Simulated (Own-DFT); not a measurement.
## Calculated data, Si₃N₄ (beta silicon nitride, strained, atoms displaced)

All values are calculated (Own-DFT development build). A calculation, not a measurement: plane-wave PBE density functional theory by an unreviewed code, no spin, of a simulated periodic cell, stress positive in tension, free energy of the whole cell less one offset for each atom, forces on such cells moved up to 12 meV/angstrom on a denser k mesh; offsets are fitted by least squares, one for each functional and potential file, so energies compare only between cells with the same atoms and settings and are not formation energies; the far tail of each file's local potential was reset to the Coulomb form; each entry is a single point on an unrelaxed cell, so the pressure reflects the starting lattice, mostly measured values (interpolated for alloys), from which strain is counted, and rises with the displacements; printed positions are rounded, which can move forces by about a meV/angstrom; the program, named Own-DFT, is a retired in-house code; no spin-orbit coupling; before rounding, a Quantum ESPRESSO 7.3.1 run of the same cell and cutoff gave forces within 1 meV/angstrom rms on each cell, which checks the program and not the settings.

Si₃N₄ (beta silicon nitride, strained, atoms displaced)

```xyz
112
Lattice="15.1511 -0.1815 0.2226 -7.7327 13.5156 -0.1566 0.0851 -0.0200 5.7719" Properties=species:S:1:pos:R:3 Si3N4
Si    -1.7314     5.1927     0.7045
Si     0.1832     2.7148     0.6742
Si     1.4062     5.5530     0.7533
Si     5.3790     1.5040     2.2657
Si     3.5692     3.8619     2.2283
Si     2.4124     1.1592     2.2355
N      2.4548     0.2318     0.7465
N      6.2122     1.9109     0.7355
N      2.7013     4.4936     0.6868
N      1.3471     6.5293     2.1760
N     -2.4349     4.6871     2.1124
N      0.9710     2.1704     2.1057
N     -0.1155     4.5067     0.6930
N      3.7703     2.1910     2.2023
Si    -1.6492     5.1592     3.4977
Si     0.2828     2.7749     3.6882
Si     1.3200     5.4969     3.5230
Si     5.3980     1.4971     5.1305
Si     3.5538     3.9250     5.0701
Si     2.4406     1.0979     5.0188
N      2.4777     0.1779     3.6802
N      6.2148     1.8940     3.7706
N      2.7742     4.4520     3.6734
N      1.4117     6.4081     5.0150
N     -2.3623     4.7025     5.0829
N      0.9944     2.1974     5.1199
N     -0.0537     4.5508     3.5482
N      3.8647     2.1508     5.1049
Si    -5.5020    11.9413     0.6402
Si    -3.6107     9.5097     0.5840
Si    -2.5540    12.3124     0.6296
Si     1.5730     8.2350     2.0031
Si    -0.4053    10.7078     2.1987
Si    -1.4034     7.9176     2.1144
N     -1.3807     6.9322     0.6968
N      2.2806     8.6154     0.6419
N     -1.1543    11.1240     0.7597
N     -2.5934    13.3057     2.0703
N     -6.2331    11.4400     2.0244
N     -2.8466     8.9859     2.0788
N     -3.8227    11.2306     0.6083
N     -0.0997     8.9532     2.1362
Si    -5.4328    11.9268     3.4516
Si    -3.5988     9.4823     3.5130
Si    -2.4411    12.2732     3.4848
Si     1.5583     8.2324     4.9543
Si    -0.2677    10.7578     5.0407
Si    -1.3321     7.8410     5.0472
N     -1.3349     6.9590     3.5613
N      2.3045     8.6477     3.5360
N     -1.1151    11.0928     3.5700
N     -2.5192    13.3005     5.0282
N     -6.2476    11.3856     4.8998
N     -2.7011     8.8950     5.0079
N     -3.8516    11.2401     3.4634
N     -0.0080     8.9824     4.9777
Si     5.9192     5.0302     0.7465
Si     7.8172     2.6440     0.7839
Si     8.8425     5.4081     0.7752
Si    12.9992     1.3557     2.3599
Si    11.1376     3.8271     2.3786
Si    10.0087     0.9467     2.2538
N      9.9304     0.0551     0.8532
N     13.8078     1.8936     0.9347
N     10.3623     4.3434     0.8412
N      8.9005     6.4061     2.3182
N      5.1922     4.5832     2.2728
N      8.5984     2.1140     2.3026
N      7.5318     4.3979     0.8198
N     11.3603     2.1608     2.3814
Si     6.0368     5.0589     3.5713
Si     7.7642     2.6189     3.7267
Si     8.9414     5.4001     3.6834
Si    13.0206     1.3997     5.2499
Si    11.1307     3.8318     5.2391
Si     9.9868     1.0323     5.2189
N      9.9710     0.0986     3.8379
N     13.7909     1.8571     3.8302
N     10.2627     4.3181     3.8183
N      9.0487     6.3455     5.1571
N      5.1834     4.6001     5.0660
N      8.6607     2.1302     5.1569
N      7.5984     4.4098     3.7175
N     11.3471     2.0739     5.2055
Si     2.0378    11.8832     0.6888
Si     3.9171     9.3752     0.7311
Si     4.9792    12.1698     0.7629
Si     9.1237     8.1890     2.2549
Si     7.2725    10.7059     2.2310
Si     6.0979     7.7658     2.3157
N      6.1208     6.9196     0.7937
N      9.9998     8.6278     0.8300
N      6.4645    11.1424     0.7624
N      4.9007    13.1846     2.1915
N      1.2547    11.3756     2.0890
N      4.6505     8.9435     2.1819
N      3.6132    11.1686     0.7393
N      7.4709     8.7512     2.2080
Si     2.1545    11.9146     3.6569
Si     3.9638     9.3990     3.6736
Si     5.1330    12.1208     3.6700
Si     9.0684     8.2277     5.0937
Si     7.2465    10.5794     5.1270
Si     6.2000     7.8822     5.1224
N      6.2024     6.8330     3.6283
N      9.9427     8.5819     3.7011
N      6.5192    11.0832     3.6990
N      5.1696    13.0895     5.2013
N      1.3241    11.3864     4.9885
N      4.7600     8.8249     5.1046
N      3.7791    11.1366     3.6152
N      7.5520     8.8261     5.1807
```

Here we set functional PBE, potential files PseudoDojo norm-conserving, scalar-relativistic, standard set, wave cutoff 42 hartree, occupations Fermi-Dirac, smearing width 0.1 eV and k mesh 2 x 2 x 4 centred on Gamma.

The calculation gives: free energy of cell above offsets -9.566 eV; pressure 6.16 GPa; stress xx -6.91 GPa; stress yy 2.02 GPa; stress zz -13.57 GPa; stress yz -0.57 GPa; stress xz 5.27 GPa; stress xy -4.27 GPa.

Force:
```
element  x (eV/Å)  y (eV/Å)  z (eV/Å)
     Si     4.095     1.273     -0.62
     Si     -1.09      4.41     4.079
     Si    -3.848    -0.026    -1.793
     Si     0.566     0.168     -0.96
     Si    -0.707     2.179    -0.837
     Si    -0.916    -0.122    -1.779
      N     -1.07    -2.073     0.381
      N     0.355     0.743      2.58
      N     1.886     -1.54     3.134
      N     0.781    -0.654    -1.204
      N    -1.948    -0.254     1.083
      N     1.211    -0.124     2.743
      N     2.233    -0.954      0.27
      N     0.897    -0.222     0.355
     Si     1.329     2.079     3.279
     Si    -1.971     0.917    -3.033
     Si     1.114     1.326     2.541
     Si     -0.31    -1.092     1.747
     Si     1.935    -0.989      0.08
     Si     0.688      2.33     3.919
      N    -0.924    -1.815    -2.836
      N     0.862     0.673    -3.413
      N    -1.148    -0.204    -2.258
      N     0.411     1.961     0.095
      N    -2.495    -0.862    -4.003
      N     3.868    -2.153    -4.188
      N      0.68    -3.415     0.056
      N    -2.999     1.679    -0.377
     Si     2.568     0.721    -3.767
     Si     0.543    -0.182     1.499
     Si     1.245    -0.139     0.579
     Si    -4.086     -0.04     5.341
     Si      4.67    -3.398    -3.388
     Si    -1.041     -0.08     0.442
      N    -1.012     -0.91     0.461
      N     3.978     2.161    -2.726
      N    -1.741     2.714    -2.019
      N     1.004    -0.911     0.787
      N    -2.033    -0.047     1.273
      N     0.931    -0.624    -0.409
      N     -2.62     0.156    -0.183
      N     2.011     1.143    -0.426
     Si      0.72    -0.227     1.792
     Si     0.285    -0.419     0.943
     Si    -1.302      0.72     1.587
     Si     -2.12    -2.019     0.438
     Si     0.223    -3.432     0.504
     Si     0.582     1.102    -1.227
      N    -1.243    -2.022     -0.34
      N      3.32       1.7    -0.774
      N    -2.703     3.294     3.395
      N     0.871    -1.914    -2.239
      N    -0.006     0.863     0.621
      N     -1.55     1.132     -2.03
      N     0.555    -0.263     0.321
      N     -0.07     0.212     0.556
     Si     0.557     2.313    -0.223
     Si    -1.199     0.533     2.325
     Si     3.037     1.689     2.057
     Si    -1.475     2.018     0.316
     Si    -1.691     0.408    -1.015
     Si     0.164     3.892     3.184
      N    -0.096     0.221    -0.778
      N    -2.703     -1.76    -0.429
      N    -3.022     1.581     3.883
      N     0.591    -0.075    -2.097
      N    -2.367    -1.086    -3.326
      N     0.138    -0.749    -1.279
      N    -1.114    -1.988    -0.176
      N     0.492    -3.565    -0.611
     Si     0.472     1.518     4.069
     Si     1.432     1.085    -0.183
     Si     1.071     1.765     1.141
     Si     -1.78    -0.531      1.41
     Si     2.059    -1.176    -1.998
     Si     0.838     1.669    -0.054
      N    -0.005    -0.861    -2.761
      N     1.387     0.035    -0.738
      N     1.607    -0.352    -1.107
      N    -0.627     2.293    -0.702
      N    -0.176    -0.058    -0.154
      N    -0.158    -0.346    -0.945
      N    -1.121    -2.616    -0.286
      N     1.698    -0.271     0.488
     Si    -0.006    -1.745     0.183
     Si    -2.599     1.366     0.943
     Si     0.498    -0.482      1.81
     Si    -0.795     -1.73    -0.729
     Si     0.771    -4.217    -0.947
     Si     -0.44     1.971    -4.275
      N    -1.029    -2.597    -0.338
      N    -2.734    -0.425    -1.149
      N    -1.683         1     2.082
      N     1.512    -1.496     1.336
      N    -0.159     0.636     2.707
      N     2.573    -1.698     0.856
      N     0.509    -1.912    -0.369
      N     0.999     4.276     0.602
     Si     0.231    -1.781     -3.58
     Si    -2.593     -0.19    -1.219
     Si    -0.711     2.663     0.375
     Si     3.769    -3.292     2.532
     Si     3.285     -1.11     0.083
     Si    -1.007    -3.987     0.218
      N    -0.893    -1.308     3.455
      N     0.845     1.131      0.02
      N    -1.078     1.043    -0.921
      N     0.199     2.201    -3.875
      N    -0.472     0.237     1.667
      N      0.69     0.525    -1.503
      N    -1.662     -0.37     0.554
      N    -1.491     3.174    -0.582
```
